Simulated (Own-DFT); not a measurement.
# Computed records: GaP (zincblende, strongly disordered by large displacements), InAs (zincblende, strongly disordered by large displacements)

All values are calculated (Own-DFT development build). A calculation, not a measurement: plane-wave PBE density functional theory by an unreviewed code, no spin, of a simulated periodic cell, stress positive in tension, free energy of the whole cell less one offset for each atom, forces on such cells passed a denser k mesh, this cell's mesh not checked; broken bonds can close the gap or carry spin, so checks made on this kind of crystal may not hold here; offsets are fitted by least squares, one for each functional and potential file, so energies compare only between cells with the same atoms and settings and are not formation energies; the far tail of each file's local potential was reset to the Coulomb form; each entry is a single point on an unrelaxed cell, so the pressure reflects the starting lattice, mostly measured values (interpolated for alloys), from which strain is counted, and rises with the displacements; printed positions are rounded, which can move forces by about a meV/angstrom; the program, named Own-DFT, is a retired in-house code; no spin-orbit coupling.

Settings shared by all entries: functional PBE; potential files PseudoDojo norm-conserving, scalar-relativistic, standard set; wave cutoff 42 hartree; occupations Fermi-Dirac; smearing width 0.1 eV; k mesh 3 x 3 x 3 centred on Gamma.

(1) 
```xyz
64
Lattice="10.9010 0.0000 0.0000 0.0000 10.9010 0.0000 0.0000 0.0000 10.9010" Properties=species:S:1:pos:R:3:force_x:R:1:force_y:R:1:force_z:R:1 formula=GaP hardware=one_NVIDIA_H100 free_energy_of_cell_above_offsets=45.592 pressure=19.62 stress_xx=-23.44 stress_yy=-20.18 stress_zz=-15.24 stress_yz=4.64 stress_xz=-6.8 stress_xy=2.58 wall_time=603.3
Ga     0.2014    10.8428     0.4579     -5.397     -0.496     -1.071
Ga    10.5930     2.6153     3.0465       4.22      7.665     -3.158
Ga     2.7820     0.3869     3.1893     -5.688     -3.709     -4.254
Ga     2.6940     2.6910     0.1995      4.582      6.962     -2.982
P      1.7128     1.1475     0.6621      0.865     -3.255      5.064
P      1.3921     3.9358     4.2855     -6.032      3.341     -6.329
P      4.3977     1.1029     4.0019     -0.481      7.863     -2.911
P      4.1846     3.5174     1.8279     -8.041      6.055     -3.505
Ga     0.1557     0.2731     5.7171     -2.472     -2.449     -2.587
Ga     0.2800     2.8546     7.8543     -1.786      0.132      1.223
Ga     2.9960    10.7199     7.4473     -2.364     -1.718      4.359
Ga     2.2600     2.9193     5.6170       0.23     -7.762      0.786
P      1.6409     1.0785     6.9982     -4.241      5.995     -0.656
P      1.1867     4.2094     9.7952      1.274      0.164     -0.709
P      4.3306     0.7285     9.6551     -1.065      1.472     -1.268
P      3.4783     3.7941     6.8029      3.983       5.69      4.732
Ga     0.0853     5.8782     0.2310      0.162     -1.464      1.195
Ga    10.6848     7.9732     3.1931     -1.629      1.022     -0.654
Ga     2.0564     5.4885     2.9047      3.126      -3.25      2.106
Ga     2.3688     7.5903    10.8142      1.268      2.264     -0.665
P      1.4646     7.1143     1.8501     -1.555      1.672     -1.355
P      1.2860     9.4030     4.0202      1.883      2.145      1.867
P      4.0448     6.5559     4.7470     -3.465     -2.802     -5.228
P      4.0713     9.3944     1.3690     -3.664       3.15     -2.954
Ga    10.0496     5.7858     5.8096       6.76       0.08      8.106
Ga     0.1047     8.4083     8.4130     -0.951     -2.163     -1.402
Ga     2.5396     5.8320     8.2136     -1.033     -1.493     -0.557
Ga     3.2023     8.1819     5.2481      -4.43      7.937      2.519
P      1.3867     7.4759     6.7114     -0.138     -1.652      0.729
P      0.9108     9.2448    10.1422      2.727     -1.389     -0.083
P      4.1415     6.5966     9.7547      -7.77      1.287     -2.372
P      4.7203    10.0465     7.1389      7.477     -5.012     -0.405
Ga     5.7280    10.7750     0.3376     -0.249      0.597      0.767
Ga     5.8045     2.7477     2.3779      4.602     -1.603      4.358
Ga     7.5934    10.6459     2.8541      2.477     -2.248      0.149
Ga     8.0902     3.3817    10.6993     -5.952     -1.512     -8.837
P      7.3091     1.4936     1.7847      1.642      0.419     -3.991
P      6.9005     4.2048     4.6206      2.571      -3.07     -3.577
P      9.7376     1.0515     3.6648     -3.815     -7.604      4.679
P      9.2033     3.6468     1.2705      6.412       2.75      8.284
Ga     5.4980     0.1736     5.2206      3.358     -0.636       7.41
Ga     5.2413     2.6968     7.3442      2.496     -0.893      1.953
Ga     7.7719    10.3653     8.2609     -1.444      1.308      0.592
Ga     8.1404     2.5534     5.2278     -0.286     -3.332      -7.32
P      7.2168     1.3350     6.4141     -5.079     -5.071      5.434
P      6.4029     4.5600     9.0410      0.769     -1.956      0.765
P      9.4072     1.1151     9.4352      0.888      0.153     -0.421
P      9.2819     3.8295     6.0203      6.032      3.916      6.159
Ga     5.2582     5.6847     0.1059     -0.901     -10.65      1.591
Ga     5.0687     8.2070     2.6114      2.763     -3.399      3.381
Ga     8.6882     6.3653     2.4447     -2.297     -0.892     -10.32
Ga     7.9066     8.1026     0.5884      8.682      3.045     -0.022
P      6.5632     6.8090     0.8755      0.207     -1.101      7.581
P      6.3611     9.4895     4.2909      0.125     -4.062      -2.85
P      9.0785     6.2315     4.2710     -3.182      2.313      0.891
P      9.5440     9.5404     1.2602     -1.112     -1.302      3.307
Ga     5.6354     5.5827     5.0337      2.681      0.489      3.652
Ga     5.0301     7.7230     8.3459      1.976       4.31     -2.625
Ga     8.1254     5.9231     7.9274      4.449     -6.556      2.036
Ga     8.1718     8.4629     4.7884      2.274     -0.966      2.093
P      6.8753     7.2005     7.3234     -4.381      6.074     -5.607
P      6.9733     9.2853    10.1442     -2.849      2.305     -5.012
P      9.4992     6.1063     9.5787      0.017      1.702      0.062
P      9.7321     9.9609     7.4983       0.77      1.196     -2.143
```

Units: free_energy_of_cell_above_offsets in eV; pressure, stress_xx, stress_yy, stress_zz, stress_yz, stress_xz, stress_xy in GPa; wall_time in s; force_x, force_y, force_z in eV/Å.

(2) 
```xyz
64
Lattice="12.1166 0.0000 0.0000 0.0000 12.1166 0.0000 0.0000 0.0000 12.1166" Properties=species:S:1:pos:R:3:force_x:R:1:force_y:R:1:force_z:R:1 formula=InAs hardware=one_NVIDIA_H200 free_energy_of_cell_above_offsets=4.778 pressure=10.13 stress_xx=-10.75 stress_yy=-9.02 stress_zz=-10.63 stress_yz=2.08 stress_xz=-2.35 stress_xy=-1.55 wall_time=1250
In     0.0818     0.1465     0.1180     -5.644     -3.321     -3.317
In     0.1800     3.2711     2.8614      -4.06     -2.661     -2.108
In     3.0036    12.0453     2.9550     -0.407     -0.235      0.776
In     2.9633     2.4150     0.1396      3.554      4.126     -1.998
As     1.3809     1.3654     1.3695      1.044       1.86      6.221
As     1.7179     4.4451     3.9736      1.749     -1.489      5.779
As     4.6935     1.0939     4.6562     -7.328      7.034     -8.758
As     4.7218     4.5217     1.3303     -1.976     -0.755        0.4
In     0.1336    11.9969     5.8108     -0.264      0.883      2.018
In    12.0280     3.1237     9.3447      -4.62     -4.219     -3.725
In     3.0700     0.3201     9.2111      2.633     -6.332      4.612
In     3.0657     2.7577     5.9213      0.308      1.208      0.087
As     1.9475     1.2317     7.6858     -6.515      4.173     -6.714
As     1.4504     4.4490    10.0411      1.352      0.255      6.678
As     4.6704     1.5840    10.4602      -3.77     -4.205      8.734
As     4.5273     4.7028     7.7388     -0.723     -1.302     -0.896
In    11.8185     6.0475    12.0717      0.703     -0.628     -0.652
In    12.1054     8.8697     3.0028      1.293     -0.507      1.375
In     2.5385     6.3455     3.1121      4.537      2.296     -0.131
In     3.0747     9.1308    12.0523     -0.381      0.905       0.77
As     1.3903     7.4487     1.3751     -0.481      1.611     -2.049
As     1.5763    10.4412     4.6384      0.674     -1.071     -1.707
As     4.7605     7.6194     4.4904     -4.481     -1.818      2.241
As     4.7566    10.6663     1.7945     -0.133     -0.453     -2.246
In    12.0364     6.2997     6.0488       0.34     -5.864      0.302
In     0.0511     8.7519     8.9177      -0.39        2.9      1.297
In     2.7179     5.9594     9.0702      3.355      3.923     -1.787
In     2.8347     9.0588     6.4253      1.801      0.677     -2.525
As     1.3730     7.4787     7.3518      2.082     -0.789      2.535
As     1.2579    10.7857    10.6814      1.963      -1.86      -1.67
As     4.3393     7.4800    10.5583     -1.052      1.913     -2.058
As     4.5519    10.4918     7.3332      1.035      1.674      2.069
In     5.9667    12.0345    11.7559       1.93     -1.196      2.068
In     6.1212     3.0484     2.9220     -1.652     -1.908     -1.436
In     9.3008    11.8310     2.9826     -1.546      1.986      1.019
In     8.6892     3.0667    12.1018      2.387      2.757     -3.783
As     7.8711     1.6473     1.4826     -2.611     -4.745      3.105
As     7.5167     4.2115     4.4195      1.072      2.764      2.139
As    10.8936     1.4016     4.3755     -1.119      1.217     -0.222
As    10.4014     4.4865     1.4184      0.293      0.133      0.414
In     5.9400     0.1755     5.9627      8.461     -5.982      7.612
In     5.5330     2.6494     8.9310      4.564      6.987     -7.194
In     9.1355     0.0380     8.7745      -1.55     -0.555       2.07
In     9.0757     3.0739     6.0593     -2.257     -2.862     -2.155
As     7.6299     1.7384     7.9940     -0.632       0.27     -2.629
As     7.5017     4.5293    10.3570     -0.587     -0.506     -0.301
As    10.4019     1.5003    10.3877      0.488      0.377      2.334
As    10.6466     4.2949     7.1451      3.147      2.981      3.429
In     5.8189     5.9912    11.6564       1.65     -1.278      1.175
In     6.1054     8.7630     3.0224       1.54      2.666     -1.286
In     9.0483     6.1202     3.1442     -0.561      -0.83     -0.346
In     9.2820     8.9454     0.0405     -1.441      0.332      2.685
As     7.2869     7.2984     1.4680      1.928     -0.338     -1.424
As     7.5728    10.4766     4.3528      0.441      0.377      1.562
As    10.7199     7.4309     4.6616     -3.722      3.155     -2.825
As    10.7374    10.3836     1.7384        0.2      0.598     -3.178
In     5.9084     6.1037     6.1885      0.732     -1.374     -1.555
In     6.3355     9.6952     9.0613     -8.685     -3.008     -8.209
In     9.0179     6.1100     9.0446      -0.03      0.237     -1.312
In     9.2074     9.0903     6.4356     -0.172      0.481     -1.474
As     7.1579     7.8619     7.3954      1.887     -0.456      1.272
As     7.6922    10.0667    10.5191      6.962      4.427      7.955
As    10.5746     7.7588    10.5260      0.398     -2.125     -1.046
As    10.7502    10.8231     7.7645      2.288      -2.51     -2.019
```

Units: free_energy_of_cell_above_offsets in eV; pressure, stress_xx, stress_yy, stress_zz, stress_yz, stress_xz, stress_xy in GPa; wall_time in s; force_x, force_y, force_z in eV/Å.

(3) 
```xyz
64
Lattice="10.9010 0.0000 0.0000 0.0000 10.9010 0.0000 0.0000 0.0000 10.9010" Properties=species:S:1:pos:R:3:force_x:R:1:force_y:R:1:force_z:R:1 formula=GaP hardware=one_NVIDIA_H100 free_energy_of_cell_above_offsets=5.169 pressure=11.78 stress_xx=-11.27 stress_yy=-11.42 stress_zz=-12.65 stress_yz=-1.69 stress_xz=-4.06 stress_xy=0.25 wall_time=553.9
Ga    10.6822     0.0246     0.0060      2.211     -3.525      2.377
Ga    10.8307     2.5739     2.5122     -3.067      2.991       3.77
Ga     2.6821     0.2033     2.9026     -0.348     -0.999     -0.294
Ga     3.0673     3.1577     0.2452     -3.994     -5.785     -6.515
P      1.0920     1.5895     1.1899      4.513     -3.334     -1.889
P      1.3623     4.0104     4.0347      0.062      0.596     -0.738
P      4.1616     1.3900     4.2721     -0.563      1.174     -1.068
P      4.0537     4.1430     1.5474      4.618      3.838       4.99
Ga     0.0001     0.3258     5.7727     -3.868     -4.704     -2.825
Ga     0.4116     2.3976     8.2241     -1.399       3.31      2.647
Ga     2.4643    10.6000     8.1649      2.337      2.102     -1.233
Ga     2.7610     3.0336     5.5574     -0.004     -1.437     -2.468
P      1.4067     1.5083     6.6081      4.217     -0.117      1.156
P      1.4545     4.1346     9.9427     -0.261      0.093     -3.534
P      3.9659     1.3695     9.2737     -0.009      0.237      2.834
P      4.0362     3.7793     7.0636     -0.097      4.848      0.171
Ga     0.2068     5.6313     0.1362     -3.265     -1.416     -2.419
Ga    10.6691     8.2742     3.0179      2.881      0.425     -0.654
Ga     2.6930     5.6547     2.7068      5.747     -3.503      5.089
Ga     2.6928     8.1681     0.2131      0.263      -0.98     -1.083
P      1.3198     6.5218     1.6669     -3.712      7.012     -2.549
P      1.6824     9.2145     4.3087     -5.374      6.112      -5.82
P      4.4147     6.9708     3.9434     -1.579     -0.823      1.355
P      4.3253     9.3143     1.4013     -8.436      6.433     -5.423
Ga     0.1851     5.6149     5.2236      1.022     -2.487      1.654
Ga    10.6180     8.0953     8.1732      7.092     -2.962      3.446
Ga     2.4602     5.7708     7.9228      2.708     -2.567      2.724
Ga     2.7430     8.1989     5.5754      6.351     -2.365      3.116
P      1.2484     7.0394     6.6873     -1.107     -0.715      0.065
P      1.3505     9.1834     9.3696     -1.078       0.41      2.649
P      4.3006     7.0111     9.2180     -2.389     -2.401      3.066
P      4.4697     9.9029     6.8705      -4.33     -1.787      0.942
Ga     5.3312     0.2015     0.3401     -1.304     -0.943     -3.264
Ga     5.5671     2.8541     2.8696     -4.198      -5.97     -3.334
Ga     8.4887     0.0801     3.0044     -4.133     -4.255     -3.032
Ga     8.1412     2.5652    10.8317      1.024     -0.474      1.206
P      6.9348     1.1992     1.3922      0.906      1.561      1.511
P      6.6746     4.1522     3.7378      5.548      5.796      5.467
P      9.0901     1.5517     4.1757      6.248      -2.73     -4.204
P      9.4468     4.1176     1.2312      2.438     -1.869      -1.76
Ga     5.6646     0.0404     5.4329     -2.665      0.468     -1.967
Ga     5.6120     2.8012     8.1812      0.201     -1.249      1.367
Ga     8.1888     0.1567     8.6248      1.195      1.282      -3.87
Ga     8.7055     2.7468     5.5410     -7.272      2.631      3.707
P      6.4792     1.3686     6.7010      5.623      3.186      2.966
P      7.0989     3.9004     9.5017     -1.577       2.96     -1.011
P      9.7813     1.3255     9.5786     -1.622      2.552      -1.67
P      9.6745     3.9744     6.7225      3.687      4.552      3.933
Ga     5.4859     5.6014     0.3336     -0.285     -0.677      -2.47
Ga     5.6024     8.4314     2.4100      6.083     -5.198      6.657
Ga     8.3738     5.3374     2.5253     -1.957      1.913       3.09
Ga     8.1087     8.3723     0.0254     -1.374     -1.005     -2.044
P      6.9495     6.8812     1.4768      1.071      0.229     -0.662
P      6.5398     9.6179     4.1362      4.422     -2.278     -2.307
P      9.6559     6.8325     4.2570     -4.006     -0.536     -1.413
P      9.2981     9.3840     1.5864      2.237      1.928     -0.144
Ga     5.6012     5.5966     5.6943     -0.998     -1.083     -1.545
Ga     5.4706     8.2645     7.9467      0.176      2.147      1.277
Ga     8.3600     5.6120     7.8811     -0.394     -1.209      1.229
Ga     8.0942     8.1710     5.4482      1.521      1.953     -2.571
P      6.9268     7.1687     6.8498     -0.226     -4.267       0.59
P      6.8504     9.7098     9.3350     -2.829     -2.651      3.475
P      9.5188     6.9408     9.4676     -1.221     -3.041      3.756
P      9.5527     9.1030     7.0161      -5.46      8.606     -6.505
```

Units: free_energy_of_cell_above_offsets in eV; pressure, stress_xx, stress_yy, stress_zz, stress_yz, stress_xz, stress_xy in GPa; wall_time in s; force_x, force_y, force_z in eV/Å.

(4) 
```xyz
64
Lattice="12.1166 0.0000 0.0000 0.0000 12.1166 0.0000 0.0000 0.0000 12.1166" Properties=species:S:1:pos:R:3:force_x:R:1:force_y:R:1:force_z:R:1 formula=InAs hardware=one_NVIDIA_H200 free_energy_of_cell_above_offsets=-2.171 pressure=8.68 stress_xx=-8.33 stress_yy=-8.99 stress_zz=-8.71 stress_yz=0.85 stress_xz=1.42 stress_xy=1.37 wall_time=1180
In    11.9179     0.4634     0.0531      0.341     -1.554     -0.458
In     0.2047     3.2140     3.2711     -4.791     -5.037      -4.57
In     3.2198    12.0608     3.0138     -0.365      1.359      1.375
In     2.8854     2.7981    11.9504     -0.574      2.247      0.282
As     1.6741     1.6007     1.5921     -1.419     -0.526      1.192
As     1.3883     4.6565     4.3348      1.133      0.923      8.507
As     4.8899     1.5890     4.9320     -4.192      4.896     -4.686
As     4.4935     4.3495     1.3485      -3.16      2.771     -2.008
In    11.5665     0.0992     6.2226      3.276      2.803     -4.476
In     0.0361     2.7562     9.3264      2.059      1.833     -2.317
In     3.0092     0.2637     8.6952     -0.137     -1.024      1.648
In     3.0398     3.3212     6.2762      -0.23     -0.409     -1.601
As     1.4678     1.5216     7.1391     -0.806      0.526      1.016
As     1.4955     4.6287    10.5674      1.963     -2.434     -1.783
As     4.4371     1.5769    10.5905      0.364     -0.402     -2.512
As     4.4341     4.8429     7.7024      2.638     -3.234     -3.851
In     0.2261     6.0757    11.8771     -1.893      1.886      2.662
In    11.7043     8.9948     3.0097       3.49      1.288     -0.603
In     2.6358     5.8493     2.9979      6.271      1.276     -2.208
In     2.9639     8.8790    12.1160     -1.397      1.394     -0.296
As     1.6449     7.4949     1.7052     -2.536      2.259     -2.197
As     1.4581    10.7005     4.2918     -0.919     -0.962      1.557
As     4.6502     7.1677     4.6119     -1.942      2.289     -2.157
As     4.3380    10.3287     1.6652     -0.206      1.458      -2.42
In    12.0381     6.0667     6.0462      3.052      2.433     -2.471
In    12.0933     8.6945     8.9762     -0.707      3.432      1.859
In     3.3842     6.0168     9.2143     -4.286      3.142      3.956
In     3.2098     8.9135     6.1297     -2.066     -1.042     -2.138
As     1.4561     7.4591     7.7696      3.193     -2.004     -2.895
As     1.4461    10.6695    10.4427      -0.21      0.246      0.455
As     4.5337     7.8321    10.5201      0.885      0.245     -0.683
As     4.3554    10.3879     7.6320      0.413      2.785     -0.099
In     5.7683     0.0668    12.0330      1.754     -1.616      0.697
In     5.8697     3.2230     2.7523      3.688     -2.783      2.965
In     8.8245    11.5781     3.4347      4.271      4.558     -3.827
In     9.3010     2.8131     0.0284      0.052      4.469      0.549
As     7.8913     1.3958     1.2020     -3.285     -2.324      3.014
As     7.5303     4.4966     4.6333     -0.287      1.182     -3.254
As    10.4700     1.5472     4.5689      0.293     -0.606     -2.005
As    10.6240     4.7959     1.4834      0.439     -1.213     -0.208
In     5.9389     0.0198     6.0307      2.518     -4.306      4.039
In     5.8651     3.1997     9.0060     -0.146      0.979       2.25
In     9.1026     0.0358     8.8780     -2.359     -1.594      0.129
In     8.8228     2.8827     5.7545      0.643     -0.154      2.814
As     7.3092     1.7910     7.6981       1.98      -2.22     -1.666
As     7.3157     4.7587    10.6845      1.304     -0.489      -0.56
As    10.2246     1.7215    10.2592      0.782     -1.091      0.387
As    10.8761     4.8668     7.5096     -3.843     -4.068      3.799
In     5.7683     6.3031     0.0007      1.011     -0.574      0.608
In     6.0504     9.2437     2.8777     -0.141     -2.706      0.513
In     9.1102     6.3380     3.0326     -2.088     -3.259     -0.901
In     9.4254     8.8816     0.1956     -3.731      1.581      0.839
As     7.5929     7.6633     1.6396     -0.986      -0.07      -1.58
As     7.2803    10.4719     4.5265     -2.394     -1.906      4.945
As    10.6239     7.4120     4.4069       0.59      1.139       3.57
As    10.3963    10.5631     1.6434      0.676      2.563     -0.393
In     6.0450     5.8364     6.0001      1.094      0.244      1.597
In     6.1165     8.9726     8.4663     -2.226      3.726      4.363
In     9.0415     6.3253     8.9390      1.492     -2.033      2.161
In     9.2152     9.1712     6.0281     -0.158     -0.362      0.362
As     7.4919     7.5257     7.5825      2.822     -2.646      -4.55
As     7.3585    10.4381    10.4472      0.775      0.377       0.07
As    10.6459     7.8017    10.7191      0.906     -3.152     -2.168
As    10.9551    10.7308     7.7016      -2.69     -4.509      3.366
```

Units: free_energy_of_cell_above_offsets in eV; pressure, stress_xx, stress_yy, stress_zz, stress_yz, stress_xz, stress_xy in GPa; wall_time in s; force_x, force_y, force_z in eV/Å.
